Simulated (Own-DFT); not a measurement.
# Response to strain: wurtzite AlN, 128 atoms (Al64N64)

These are calculations, not measurements. The program, named Own-DFT, is a retired in-house plane-wave density functional code that no person has reviewed. Each row is one single-point run on a periodic cell that was not relaxed, without spin or spin-orbit coupling.

Settings of every run: PBE; PseudoDojo norm-conserving scalar-relativistic files; cutoff 42 hartree; 2 x 2 x 2 k mesh centred on Gamma; Fermi-Dirac smearing of 0.1 eV.

Known limits: forces on such cells passed a denser k mesh, each cell not checked; stress not checked against mesh or cutoff.

Unstrained cell vectors in Å: (12.448, 0.000, 0.000); (-6.224, 10.780, 0.000); (0.000, 0.000, 9.964). The unstrained cell has measured lattice constants (interpolated for alloys), not those of this functional. That, the random moves and any unrelaxed bonds set the pressure at no strain. Each run strains this cell uniformly, with the atoms carried along. Every atom was also moved at random, by a Gaussian of width 0.05 Å on each axis. Strain is the symmetric tensor, in per cent. Stress is positive in tension, and the pressure is minus a third of its trace.

| run | e_xx (%) | e_yy (%) | e_zz (%) | e_yz (%) | e_xz (%) | e_xy (%) | s_xx (GPa) | s_yy (GPa) | s_zz (GPa) | s_yz (GPa) | s_xz (GPa) | s_xy (GPa) | P (GPa) | E (meV/atom) |
|---|---|---|---|---|---|---|---|---|---|---|---|---|---|---|
| 1 | -0.49 | -0.70 | 1.23 | -0.07 | 0.40 | 1.40 | -8.08 | -8.92 | -1.44 | -0.70 | 1.07 | 5.40 | 6.15 | 20.2 |
| 2 | 1.79 | 1.56 | 1.94 | -0.80 | 1.86 | -0.47 | 4.02 | 4.52 | 4.26 | -2.12 | 4.49 | -1.35 | -4.27 | 14.2 |
| 3 | 0.92 | 1.97 | -1.59 | -0.71 | 0.24 | -0.09 | 0.19 | 2.59 | -11.30 | -1.61 | 0.28 | -0.11 | 2.84 | 9.2 |
| 4 | -1.68 | -1.71 | -0.67 | 0.29 | 0.60 | -1.02 | -17.55 | -16.70 | -10.57 | 0.70 | 1.20 | -2.83 | 14.94 | 26.3 |
| 5 | -0.86 | 1.45 | -0.57 | 0.10 | -0.62 | -0.57 | -8.51 | -0.33 | -8.77 | -0.12 | -0.71 | -2.23 | 5.87 | 18.3 |
| 6 | -0.76 | 0.29 | 1.30 | -0.34 | -1.95 | -1.60 | -9.14 | -4.42 | 0.21 | -0.94 | -4.63 | -6.50 | 4.45 | 23.3 |
| 7 | -1.81 | -0.96 | -0.12 | 1.06 | -0.15 | 2.00 | -15.95 | -13.94 | -7.18 | 3.22 | 0.77 | 7.31 | 12.36 | 36.9 |
| 8 | -1.24 | 1.41 | -0.07 | 1.64 | 0.67 | 1.33 | -10.75 | -0.20 | -5.79 | 3.79 | 2.54 | 5.02 | 5.58 | 19.9 |
| 9 | 1.75 | 0.43 | -0.64 | 0.94 | 0.65 | -0.16 | 1.60 | -2.24 | -6.06 | 2.71 | 1.86 | -1.23 | 2.23 | 0.0 |
| 10 | 1.45 | -1.37 | -1.59 | 1.94 | -0.92 | -1.60 | -1.74 | -11.38 | -14.91 | 5.11 | -2.27 | -6.55 | 9.34 | 35.4 |
| 11 | 0.01 | -0.40 | -0.86 | 0.65 | -1.18 | -1.72 | -7.18 | -7.89 | -10.92 | 1.81 | -2.46 | -5.12 | 8.66 | 31.5 |
| 12 | -0.43 | 1.51 | 1.84 | -1.78 | -0.80 | -0.96 | -4.74 | 1.61 | 2.61 | -4.52 | -1.21 | -4.50 | 0.18 | 12.1 |
| 13 | -1.97 | 0.33 | 1.93 | 1.94 | -0.25 | -1.73 | -14.60 | -5.74 | 1.74 | 5.08 | -1.86 | -5.50 | 6.20 | 33.2 |
| 14 | 0.44 | -1.94 | 0.33 | -1.20 | 1.33 | -0.12 | -6.41 | -14.18 | -5.09 | -1.38 | 3.80 | -1.27 | 8.56 | 25.4 |
| 15 | -0.20 | 0.27 | -0.41 | 0.67 | -0.84 | 1.10 | ? | ? | ? | ? | ? | ? | ? | ? |

E is the free energy for each atom above the lowest run shown.

## Worked fit

Each stress component was fitted by least squares to a constant and the strains of the runs shown, as fractions, with shears doubled. Shear strains stay in the fit of a normal stress only where such slopes are resolved. The slopes, in GPa:

```
stress  at no strain  per e_xx  per e_yy  per e_zz  scatter
  s_xx          -6.4  467 ± 14  128 ± 14   44 ± 15     0.63
  s_yy          -6.0  126 ± 12  467 ± 12   66 ± 13     0.56
  s_zz          -6.0   44 ± 20   62 ± 20  452 ± 21     0.91
```

Each shear stress against twice its own strain: yz 121 ± 7, xz 108 ± 10, xy 171 ± 10 GPa. These are stiffnesses along x, y and z of the frame in which the cell vectors are given, which need not be the crystal's axes. The atoms are held to the strained lattice; where symmetry lets them move under strain, relaxing them would lower some slopes. The table should be nearly symmetric about its diagonal, and what it lacks of that shows the noise. A ninth of its sum, 206 ± 5 GPa, estimates the bulk modulus near the mean pressure of these runs, 5.9 GPa, so it lies above the value at zero pressure.

## Withheld run

Question: what normal stresses and pressure should run 15 give?

The fit gives s_xx = -7.1, s_yy = -5.2, s_zz = -7.8 and P = 6.7 GPa. The calculation gave -5.67, -5.65, -7.63 and P = 6.32 GPa.
